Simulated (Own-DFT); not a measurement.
GaP (zincblende, atoms displaced) (calculated)

A calculation, not a measurement: plane-wave PBE density functional theory by an unreviewed code, no spin, of a simulated periodic cell, stress positive in tension, free energy of the whole cell less one offset for each atom, forces on such cells passed a denser k mesh, this cell's mesh not checked; offsets are fitted by least squares, one for each functional and potential file, so energies compare only between cells with the same atoms and settings and are not formation energies; the far tail of each file's local potential was reset to the Coulomb form; each entry is a single point on an unrelaxed cell, so the pressure reflects the starting lattice, mostly measured values (interpolated for alloys), from which strain is counted, and rises with the displacements; printed positions are rounded, which can move forces by about a meV/angstrom; the program, named Own-DFT, is a retired in-house code; no spin-orbit coupling. Program: Own-DFT development build.

Common to all runs: functional PBE; potential files PseudoDojo norm-conserving, scalar-relativistic, standard set; wave cutoff 42 hartree; occupations Fermi-Dirac; smearing width 0.1 eV; hardware one NVIDIA H200; k mesh 2 x 3 x 3 centred on Gamma.

(1) GaP (zincblende, atoms displaced)

```
GaP
1.0
     16.3515     0.0000     0.0000
      0.0000    10.9010     0.0000
      0.0000     0.0000    10.9010
Ga P Ga P Ga P Ga P Ga P Ga P Ga P Ga P Ga P Ga P Ga P Ga P
4 4 4 4 4 4 4 4 4 4 4 4 4 4 4 4 4 4 4 4 4 4 4 4
Direct
  0.99933 0.99632 0.00337
  0.00547 0.25256 0.25054
  0.16820 0.99362 0.23613
  0.15829 0.26112 0.00817
  0.08125 0.12346 0.12362
  0.08589 0.38191 0.39267
  0.24568 0.11441 0.36243
  0.24841 0.37915 0.11958
  0.99492 0.99737 0.49573
  0.00329 0.24190 0.75181
  0.16919 0.00423 0.73050
  0.17863 0.24279 0.50660
  0.08986 0.12892 0.62967
  0.08335 0.37508 0.88888
  0.25152 0.12791 0.86519
  0.24841 0.36557 0.61194
  0.00459 0.47986 0.00857
  0.00116 0.74651 0.25987
  0.16340 0.49809 0.23311
  0.16381 0.75166 0.97787
  0.08104 0.64205 0.11351
  0.07658 0.87302 0.37221
  0.25774 0.63684 0.36784
  0.24301 0.87957 0.11865
  0.99898 0.49368 0.50334
  0.99635 0.74852 0.74496
  0.16902 0.51141 0.75622
  0.16971 0.73532 0.49413
  0.08289 0.62995 0.63478
  0.07974 0.85622 0.87818
  0.25785 0.61734 0.86654
  0.25140 0.87445 0.62925
  0.33104 0.99278 0.00144
  0.32714 0.24068 0.25617
  0.49894 0.00039 0.24998
  0.49832 0.24678 0.98503
  0.41086 0.12668 0.11484
  0.40511 0.37332 0.36713
  0.58159 0.12249 0.39371
  0.56994 0.37897 0.12717
  0.33761 0.00523 0.49905
  0.33634 0.24671 0.76300
  0.49854 0.00225 0.75044
  0.49933 0.24856 0.51248
  0.41567 0.11950 0.62482
  0.41924 0.38203 0.87439
  0.57458 0.12289 0.87613
  0.57833 0.38319 0.60244
  0.34191 0.47807 0.99599
  0.32626 0.76607 0.24447
  0.49841 0.50628 0.24245
  0.50432 0.74677 0.98719
  0.41352 0.64514 0.13447
  0.40665 0.87473 0.38259
  0.57900 0.62231 0.37983
  0.58428 0.87122 0.12815
  0.32716 0.49161 0.48862
  0.33483 0.75013 0.75402
  0.50186 0.47962 0.75710
  0.50004 0.73996 0.51174
  0.41585 0.63491 0.61144
  0.42120 0.86565 0.88782
  0.58939 0.61848 0.88556
  0.59169 0.86570 0.64334
  0.66922 0.99211 0.00779
  0.66049 0.24600 0.25870
  0.83077 0.00520 0.25697
  0.83277 0.24459 0.98101
  0.75347 0.13749 0.13442
  0.74271 0.39345 0.35309
  0.90687 0.12107 0.39115
  0.91211 0.37760 0.13665
  0.66198 0.99930 0.49608
  0.65633 0.25180 0.75138
  0.83740 0.01453 0.74702
  0.82821 0.25289 0.49582
  0.74748 0.12758 0.63711
  0.75017 0.37549 0.86728
  0.90987 0.12330 0.89238
  0.92245 0.37852 0.62966
  0.67314 0.48590 0.00312
  0.67490 0.76850 0.26832
  0.83186 0.48764 0.27142
  0.83523 0.74504 0.99741
  0.74056 0.63912 0.12350
  0.74594 0.87483 0.35953
  0.92140 0.61423 0.37586
  0.92623 0.87341 0.12087
  0.66393 0.51681 0.51583
  0.66213 0.75655 0.74945
  0.82871 0.50700 0.74930
  0.83874 0.74479 0.51091
  0.75499 0.62118 0.61860
  0.74813 0.87594 0.88068
  0.91367 0.61305 0.85199
  0.92034 0.88122 0.63706
```

- free energy of cell above offsets: -37.569 eV
- pressure: 5.09 GPa
- stress xx: -5.76 GPa
- stress yy: -5.13 GPa
- stress zz: -4.39 GPa
- stress yz: -0.46 GPa
- stress xz: 0.4 GPa
- stress xy: -0.01 GPa
- wall time: 950.1 s

Force:
```
element  x (eV/Å)  y (eV/Å)  z (eV/Å)
     Ga     0.837     0.108    -0.722
     Ga    -0.796     0.139     1.098
     Ga    -1.973     0.555     1.296
     Ga     1.657    -1.687    -0.049
      P     0.255      0.06     0.149
      P     1.116    -1.353    -1.938
      P     0.001    -0.055     1.603
      P     0.671    -1.129     0.498
     Ga      0.86     0.318     0.781
     Ga     -0.52     0.689     0.822
     Ga     0.226    -1.135     2.172
     Ga    -2.155    -1.193    -2.187
      P    -1.745    -0.103    -1.594
      P     0.258    -0.099    -3.093
      P    -1.287    -0.935     1.795
      P     1.729     2.211     3.216
     Ga    -1.685     2.434     0.813
     Ga    -0.557    -0.283    -1.334
     Ga     -0.36     1.476     1.264
     Ga     2.435    -1.772     1.893
      P     0.053     -1.75     0.509
      P     1.814     0.495     0.736
      P     -1.46    -1.844    -0.342
      P     0.487      -1.5    -1.443
     Ga     0.557      1.14     0.784
     Ga     0.173     -0.31     0.841
     Ga    -0.765     -1.65    -0.882
     Ga    -0.568     1.294     0.679
      P     0.272    -0.789    -1.471
      P      -1.4     3.607    -2.227
      P     0.272     0.286     1.711
      P     0.314    -0.343    -1.164
     Ga     0.105     0.694     -0.72
     Ga     0.295     0.566    -1.568
     Ga    -0.593    -0.111     0.076
     Ga    -0.743     0.614     1.971
      P     0.569     0.132     0.878
      P     2.156    -0.422     0.187
      P    -0.982     0.709    -1.866
      P      1.87    -1.614    -1.043
     Ga    -1.709    -0.359     0.062
     Ga     0.158     0.764    -1.755
     Ga    -0.243    -1.345     0.107
     Ga    -1.596    -0.211    -1.692
      P      0.24     1.017     0.882
      P     0.024    -2.657    -0.778
      P     2.026    -0.463    -0.157
      P     0.731    -0.451     2.811
     Ga    -1.708      3.34     2.083
     Ga     0.424     0.231     0.148
     Ga    -1.383     0.654      1.16
     Ga     0.518    -0.739      2.31
      P     0.557    -1.548    -1.601
      P     2.272     -0.14    -0.834
      P     0.849     0.921    -0.442
      P    -0.365      0.12     0.274
     Ga     0.337     1.276     0.612
     Ga     0.734     0.272    -0.701
     Ga     1.226     3.164    -1.822
     Ga     1.493     2.243    -1.654
      P     -2.05     -3.06     2.717
      P    -1.278     1.564    -1.901
      P     -0.09    -0.831    -1.577
      P    -3.567     3.172    -3.906
     Ga    -0.165     1.143      0.45
     Ga    -0.393     0.462    -0.655
     Ga     0.921    -0.381    -1.281
     Ga    -1.836     2.629     3.152
      P    -0.807    -0.577    -1.088
      P    -3.582    -3.218     4.592
      P     1.336     0.419     -1.47
      P     0.318    -0.922    -1.102
     Ga      1.58    -1.171     1.607
     Ga      0.08     0.172    -0.413
     Ga    -0.791    -1.151     1.006
     Ga    -0.695     1.247     0.916
      P    -0.577     0.392    -1.567
      P    -0.406    -0.528    -0.095
      P     3.239    -1.746    -2.677
      P    -1.524    -1.129     0.239
     Ga    -0.727     0.856     1.075
     Ga    -5.641    -5.559    -4.566
     Ga     2.857     3.662    -3.483
     Ga      0.27    -0.085    -0.117
      P     1.329    -1.214     0.628
      P     4.857       4.1     5.945
      P    -0.698     0.905     0.536
      P    -2.191    -0.696     1.514
     Ga     0.051    -0.593     -2.53
     Ga     3.231    -3.229     3.042
     Ga    -0.209    -1.888    -1.122
     Ga     0.437     0.931    -1.367
      P     -0.89     1.318     1.387
      P     0.972     0.087    -1.132
      P     1.486     1.299     3.241
      P    -0.825     0.081     -1.14
```

(2) GaP (zincblende, atoms displaced)

```
GaP
1.0
     16.3515     0.0000     0.0000
      0.0000    10.9010     0.0000
      0.0000     0.0000    10.9010
Ga P Ga P Ga P Ga P Ga P Ga P Ga P Ga P Ga P Ga P Ga P Ga P
4 4 4 4 4 4 4 4 4 4 4 4 4 4 4 4 4 4 4 4 4 4 4 4
Direct
  0.99675 0.01294 0.99526
  0.98970 0.25932 0.24290
  0.16765 0.00577 0.24246
  0.17042 0.24487 0.00787
  0.07945 0.12818 0.11771
  0.08089 0.35690 0.36478
  0.25273 0.12759 0.39044
  0.25091 0.38804 0.12852
  0.00705 0.00077 0.48877
  0.99537 0.25547 0.74568
  0.15635 0.99286 0.75210
  0.17522 0.25664 0.49646
  0.08494 0.12988 0.63637
  0.08777 0.37834 0.87990
  0.23898 0.12569 0.87106
  0.25741 0.39492 0.63586
  0.99234 0.50977 0.99676
  0.00410 0.75297 0.26282
  0.16239 0.50039 0.26540
  0.17125 0.74471 0.01001
  0.08098 0.61420 0.14317
  0.09243 0.89062 0.38401
  0.25108 0.62137 0.38594
  0.24194 0.86305 0.12640
  0.99939 0.50216 0.47259
  0.99965 0.74915 0.75214
  0.16323 0.50018 0.75432
  0.16612 0.75304 0.52067
  0.08123 0.63907 0.61706
  0.07783 0.87724 0.88406
  0.23893 0.62354 0.87827
  0.25958 0.87732 0.63036
  0.34352 0.02076 0.99923
  0.33073 0.24756 0.25381
  0.51002 0.00381 0.24193
  0.49668 0.25563 0.99944
  0.42103 0.11438 0.12866
  0.41759 0.37535 0.38991
  0.58782 0.12182 0.38929
  0.57764 0.39561 0.12806
  0.33777 0.01377 0.49686
  0.34355 0.23822 0.75947
  0.50063 0.99537 0.76191
  0.50324 0.25401 0.50818
  0.42013 0.12842 0.63971
  0.42117 0.38404 0.88194
  0.58496 0.12582 0.86256
  0.58246 0.37117 0.62430
  0.33574 0.52150 0.01289
  0.33149 0.76241 0.25015
  0.50633 0.50977 0.25615
  0.50612 0.76080 0.00381
  0.41958 0.64353 0.11579
  0.40864 0.88829 0.34967
  0.57900 0.62160 0.37690
  0.58669 0.88501 0.12247
  0.33554 0.49409 0.50260
  0.32511 0.74714 0.74747
  0.49719 0.49565 0.74324
  0.50281 0.75442 0.50362
  0.42521 0.60823 0.62629
  0.40553 0.86056 0.87120
  0.57143 0.62296 0.86769
  0.56945 0.88089 0.63132
  0.66716 0.99664 0.99895
  0.67253 0.25549 0.26561
  0.83097 0.99483 0.24250
  0.83008 0.23746 0.00408
  0.74758 0.12991 0.09952
  0.76004 0.35833 0.36974
  0.92251 0.12380 0.38541
  0.92713 0.38029 0.11016
  0.66482 0.00679 0.50298
  0.69365 0.24519 0.75746
  0.82079 0.99704 0.76767
  0.84101 0.25000 0.51885
  0.74195 0.11662 0.64876
  0.74390 0.36897 0.87912
  0.91858 0.12632 0.85535
  0.92801 0.38589 0.64182
  0.66634 0.49391 0.98958
  0.65169 0.75040 0.24223
  0.84043 0.48734 0.23682
  0.82590 0.74356 0.00435
  0.74964 0.61911 0.13642
  0.75322 0.89753 0.37000
  0.91171 0.62847 0.37340
  0.90026 0.86675 0.12104
  0.66656 0.50100 0.50885
  0.66554 0.74337 0.74561
  0.82960 0.51304 0.76128
  0.83767 0.74357 0.49879
  0.75526 0.61777 0.63435
  0.73857 0.88929 0.87715
  0.92307 0.62714 0.86987
  0.91047 0.85931 0.62315
```

- free energy of cell above offsets: -37.068 eV
- pressure: 5.06 GPa
- stress xx: -4.71 GPa
- stress yy: -5.32 GPa
- stress zz: -5.14 GPa
- stress yz: -0.59 GPa
- stress xz: -0.18 GPa
- stress xy: 0 GPa
- wall time: 916.9 s

Force:
```
element  x (eV/Å)  y (eV/Å)  z (eV/Å)
     Ga    -0.909    -1.159     0.063
     Ga     0.883    -1.905     0.507
     Ga     0.054     0.065     0.337
     Ga    -0.069     1.479    -0.291
      P    -0.046     0.269     1.345
      P     0.514     1.055     1.044
      P    -0.746    -0.061    -2.461
      P     0.101    -0.919     0.358
     Ga    -0.717     0.357     2.578
     Ga     2.545    -0.546     1.259
     Ga     1.045    -0.281    -0.039
     Ga    -0.943     0.763      2.03
      P    -0.118     0.131     -1.69
      P    -1.279    -0.557     0.336
      P     1.951    -0.284     0.319
      P     -0.79    -2.402     0.205
     Ga     2.982     0.094    -0.316
     Ga    -0.223     0.687    -0.517
     Ga     0.955    -0.446         0
     Ga     -2.58    -0.565    -0.608
      P     -0.47     1.265    -1.471
      P     0.412    -2.002    -1.117
      P    -0.052     0.932    -0.308
      P     1.643     2.702     0.461
     Ga     0.693    -0.431       1.8
     Ga     0.449     1.065    -0.693
     Ga    -0.506     0.369    -1.003
     Ga     1.952     1.203    -1.823
      P    -1.131     -2.63     1.176
      P     0.317    -1.086     0.138
      P     1.661     0.155    -0.136
      P    -1.555     1.325    -1.023
     Ga    -2.449    -2.358    -1.746
     Ga     0.652     0.695     0.042
     Ga    -0.513     0.203     1.655
     Ga     1.034    -0.498     0.426
      P     0.425     2.663     0.645
      P     0.565    -0.619    -2.153
      P    -1.378     1.458    -1.966
      P     1.323     -2.48    -0.344
     Ga     1.008     -1.28     1.152
     Ga    -2.031     2.072     0.991
     Ga    -1.648     0.083     0.542
     Ga    -0.712    -0.822    -0.373
      P     0.923    -1.156     -1.85
      P    -1.524    -0.182    -0.092
      P     0.279     0.752     1.716
      P     1.905     0.217     1.247
     Ga     -0.67    -1.288    -1.433
     Ga    -1.093    -2.203    -0.595
     Ga    -2.999    -0.667    -0.607
     Ga    -0.826    -0.005    -1.452
      P      0.33    -0.187      2.46
      P     2.238     0.684     2.698
      P     1.732     1.727     1.382
      P    -0.148    -0.559    -0.487
     Ga     0.084      1.21    -0.012
     Ga     0.819    -2.076     0.292
     Ga     1.203    -1.414     1.064
     Ga    -1.575    -0.393    -0.772
      P    -2.349     2.922    -1.415
      P     1.705     1.791     1.318
      P     2.037      0.43     0.726
      P     2.816     -0.66    -1.055
     Ga    -1.684     1.997     -0.05
     Ga    -1.942     -1.12    -2.292
     Ga     0.648     2.316    -0.474
     Ga     2.952      2.34     -2.36
      P    -1.609     -1.44     4.268
      P     1.082      2.15     1.978
      P    -1.512     0.618    -1.564
      P     -2.74    -1.451     0.193
     Ga     0.629    -1.618     1.321
     Ga    -5.366     1.474     0.271
     Ga     2.636    -0.107    -1.688
     Ga    -0.064    -0.328       0.2
      P      2.76      -2.1    -4.665
      P     3.098     2.117     1.487
      P    -1.257    -0.301     1.751
      P    -2.337      1.77    -2.382
     Ga    -1.199     1.612     1.103
     Ga     1.978    -0.353     1.307
     Ga    -0.421     0.465     0.891
     Ga    -0.502    -0.292    -1.295
      P    -0.923    -0.137    -1.151
      P    -1.884    -2.775     1.682
      P     0.266    -0.886    -1.408
      P      3.25     0.875      0.35
     Ga     0.292    -0.685    -0.708
     Ga     -0.92     0.646     0.359
     Ga     1.271    -2.196     0.747
     Ga    -1.837     0.572    -0.127
      P    -1.332      1.43    -1.903
      P     0.763    -4.348    -0.231
      P    -2.138     0.696     0.883
      P     0.852     2.353     1.039
```

(3) GaP (zincblende, atoms displaced)

```
GaP
1.0
     16.3515     0.0000     0.0000
      0.0000    10.9010     0.0000
      0.0000     0.0000    10.9010
Ga P Ga P Ga P Ga P Ga P Ga P Ga P Ga P Ga P Ga P Ga P Ga P
4 4 4 4 4 4 4 4 4 4 4 4 4 4 4 4 4 4 4 4 4 4 4 4
Direct
  0.00739 0.99664 0.98981
  0.99307 0.25262 0.24941
  0.17145 0.00305 0.26563
  0.16737 0.26160 0.99947
  0.08532 0.13770 0.11855
  0.08534 0.38319 0.38557
  0.25645 0.14708 0.38041
  0.23884 0.37138 0.13775
  0.98527 0.00485 0.49522
  0.99496 0.25411 0.74531
  0.17247 0.99254 0.75903
  0.16650 0.24933 0.51806
  0.08186 0.12354 0.61066
  0.09153 0.38249 0.88479
  0.24864 0.12255 0.87069
  0.24161 0.38021 0.62478
  0.00305 0.49948 0.02015
  0.99602 0.75817 0.23439
  0.16354 0.48052 0.25201
  0.16432 0.74384 0.00177
  0.08668 0.62847 0.11316
  0.08744 0.87678 0.38745
  0.24695 0.62691 0.39383
  0.26360 0.88336 0.13310
  0.99429 0.50188 0.49954
  0.99771 0.75142 0.74963
  0.16390 0.48796 0.75207
  0.16865 0.75209 0.49326
  0.07740 0.61659 0.62396
  0.09016 0.86667 0.85644
  0.25033 0.63762 0.86188
  0.24064 0.87606 0.62362
  0.34152 0.00292 0.99840
  0.33517 0.25519 0.25032
  0.50273 0.00049 0.23643
  0.51166 0.25594 0.98638
  0.42841 0.11274 0.13320
  0.40593 0.35765 0.37631
  0.58261 0.13546 0.35891
  0.57384 0.37323 0.12211
  0.32339 0.99110 0.48918
  0.32745 0.24407 0.75726
  0.50085 0.97515 0.74623
  0.50326 0.23320 0.49920
  0.40423 0.13116 0.63035
  0.42121 0.36549 0.87250
  0.58100 0.11386 0.87479
  0.58140 0.38247 0.61513
  0.32841 0.50139 0.00505
  0.33719 0.75946 0.25577
  0.50161 0.50353 0.25684
  0.50309 0.73967 0.99640
  0.42029 0.63935 0.12736
  0.41953 0.87046 0.37335
  0.58618 0.62597 0.37228
  0.58710 0.86214 0.13868
  0.32944 0.50277 0.49596
  0.34306 0.75763 0.74255
  0.49187 0.49315 0.76180
  0.50219 0.74418 0.51586
  0.42710 0.63801 0.62325
  0.41268 0.88005 0.87288
  0.57547 0.62536 0.87812
  0.58088 0.88226 0.63363
  0.67336 0.98652 0.99578
  0.68128 0.23690 0.25706
  0.84523 0.99019 0.24677
  0.84485 0.26510 0.99248
  0.74269 0.12643 0.11523
  0.75479 0.38618 0.39144
  0.92302 0.13223 0.37189
  0.90245 0.36351 0.12016
  0.66403 0.99705 0.50091
  0.66569 0.25933 0.75296
  0.83068 0.99718 0.75850
  0.83935 0.25848 0.49265
  0.75254 0.12124 0.62080
  0.75979 0.37626 0.86084
  0.92261 0.13776 0.87011
  0.90758 0.37765 0.62547
  0.66435 0.48522 0.99484
  0.66521 0.74610 0.24367
  0.84512 0.48212 0.24778
  0.83505 0.74744 0.00344
  0.74811 0.61478 0.12186
  0.75666 0.88015 0.36630
  0.91411 0.62196 0.37697
  0.90529 0.86754 0.12136
  0.66229 0.48194 0.48793
  0.66695 0.74767 0.75365
  0.82323 0.52164 0.75481
  0.83151 0.74683 0.49660
  0.74736 0.61679 0.62820
  0.74668 0.87261 0.87199
  0.92858 0.63885 0.86644
  0.92180 0.87966 0.62854
```

- free energy of cell above offsets: -36.688 eV
- pressure: 5.17 GPa
- stress xx: -4.89 GPa
- stress yy: -5.05 GPa
- stress zz: -5.58 GPa
- stress yz: -0.29 GPa
- stress xz: 1.03 GPa
- stress xy: -0.18 GPa
- wall time: 976 s

Force:
```
element  x (eV/Å)  y (eV/Å)  z (eV/Å)
     Ga    -0.154     0.288     0.194
     Ga     2.249     0.777    -0.733
     Ga     0.179     0.852    -0.785
     Ga     0.439    -1.699    -0.236
      P    -0.461    -1.456     0.952
      P    -1.485    -1.498    -0.176
      P     -1.45     -1.66     0.181
      P      3.25    -0.578     -1.92
     Ga     2.466    -0.666     0.642
     Ga     1.784     0.825    -0.978
     Ga    -0.772     1.395    -1.541
     Ga     0.053     0.223    -1.888
      P    -0.879    -0.815     2.168
      P    -2.764    -0.486    -0.343
      P     0.006      0.24     2.085
      P     2.185    -0.181     0.747
     Ga    -0.917    -0.588    -1.916
     Ga     1.153    -0.796     1.601
     Ga    -0.763      3.38     1.264
     Ga     2.127     1.858    -1.201
      P    -0.599    -0.628     3.104
      P    -1.957     0.622    -1.778
      P     0.661    -0.442    -3.446
      P    -2.376    -0.092    -0.735
     Ga     0.102    -0.366     0.501
     Ga     2.065     0.777    -2.337
     Ga     0.123     2.494    -0.359
     Ga    -1.463    -0.568     2.069
      P      0.77     0.855     0.275
      P    -0.987    -0.031      2.33
      P      0.24    -1.286     0.529
      P     1.804     -0.49    -0.187
     Ga     -0.63     0.842     0.627
     Ga    -0.525    -1.601    -2.229
     Ga     1.693    -2.252     2.766
     Ga    -1.027    -1.569     0.752
      P    -2.933     3.601    -3.044
      P     2.843     2.915     1.615
      P     0.233    -1.828     1.157
      P     2.103     0.326     1.226
     Ga      0.94      0.73     0.601
     Ga     0.148     1.578    -0.825
     Ga    -2.527     3.929     1.661
     Ga    -1.226     0.853     0.736
      P     1.832     -2.09     -1.16
      P    -2.467     -0.19     1.087
      P     0.981    -0.045    -0.673
      P    -1.084    -1.321     1.598
     Ga     0.341      0.53    -0.179
     Ga    -0.545    -1.578     0.142
     Ga    -1.351     -0.52    -0.433
     Ga    -0.965     2.245     1.044
      P    -1.052    -1.825     0.472
      P      1.05     1.011     1.322
      P     0.041    -0.038     1.103
      P    -1.147     1.656     -2.93
     Ga     1.083    -0.633     1.038
     Ga    -1.516     -0.07    -0.342
     Ga     1.226     1.412    -1.878
     Ga     2.182     2.359    -3.134
      P    -3.073    -3.747     1.968
      P     1.281    -1.166     0.644
      P     2.128    -1.447    -1.363
      P     2.628    -2.468    -2.515
     Ga    -2.024     0.879     1.117
     Ga    -0.799     2.153     0.115
     Ga    -1.709     2.586       0.7
     Ga    -3.685     -3.73    -3.245
      P     2.805    -0.456    -0.449
      P      1.14    -1.955    -3.136
      P    -2.091    -0.484    -0.602
      P     4.916     2.162     2.344
     Ga     0.389     0.733    -0.757
     Ga    -0.148    -1.264    -0.996
     Ga     0.598     0.861     -0.89
     Ga    -0.731    -1.537     0.929
      P    -0.198     0.635     0.132
      P    -1.332     -0.17      1.52
      P    -0.894    -2.077     0.925
      P     0.928     1.033     0.714
     Ga     0.082     0.504     0.169
     Ga     2.228    -1.059     1.282
     Ga    -2.552     2.779      1.59
     Ga    -1.401    -1.571    -1.621
      P     0.564    -0.257     0.085
      P     -1.32    -0.812     0.858
      P     0.606     0.395    -1.369
      P     2.926     1.128    -1.045
     Ga    -0.784     2.731     1.074
     Ga     -0.79    -0.484    -0.487
     Ga     2.934     -0.68     0.562
     Ga     -0.18     0.452      0.71
      P    -1.696     1.808    -2.154
      P     1.495    -1.037     0.224
      P    -2.791    -2.628     2.819
      P    -1.779      -0.5    -0.059
```
